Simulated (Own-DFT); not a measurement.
# A change of arrangement and its cost: C36Si36, 72 atoms

No measurement is shown. These are fixed-geometry runs of a retired plane-wave code named Own-DFT, which no person has reviewed; spin and spin-orbit coupling are neglected.

Settings: PBE; PseudoDojo norm-conserving scalar-relativistic files; cutoff 42 hartree; 4 x 4 x 3 k mesh centred on Gamma; Fermi-Dirac smearing of 0.1 eV.

Limits: forces on such cells passed a denser k mesh, each cell not checked; stress not checked against mesh or cutoff.

All cells hold the same atoms in the same cell, with vectors in Å (9.248, 0.000, 0.000); (-4.624, 8.009, 0.000); (0.000, 0.000, 10.068). Atoms are randomly off their ideal sites, by an rms of u per axis. Free energies are per cell, over the lowest run. The arrangements:

- A: 2H SiC
- B: 4H SiC

| arrangement | u (Å) | E (eV) | P (GPa) |
|---|---|---|---|
| A | 0.0292 | 0.466 | 3.82 |
| A | 0.0296 | 0.585 | 3.86 |
| A | 0.0305 | 0.633 | 3.88 |
| A | 0.0555 | 6.312 | 5.65 |
| A | 0.0622 | 7.923 | 6.24 |
| A | 0.0633 | 8.363 | 6.33 |
| B | 0.0280 | 0.000 | 3.66 |
| B | 0.0291 | 0.154 | 3.77 |
| B | 0.0318 | 0.627 | 3.84 |
| B | 0.0591 | 7.725 | 6.08 |
| B | 0.0600 | 7.662 | 6.33 |
| B | 0.0616 | 8.603 | 6.43 |

Asked: once the cost of the random moves is taken out, how do the arrangements rank?

## Solution

Fit E = a + b u², with one b for all and one a for each arrangement, and with residuals divided by u², since the noise grows with the moves. Then b = 2667 eV/Å², the scatter at u = 0.04 Å is 0.16 eV, and against A:

- B: -0.24 ± 0.07 eV (lower)

The cells share one lattice and weren't relaxed, which can shift such small differences either way.
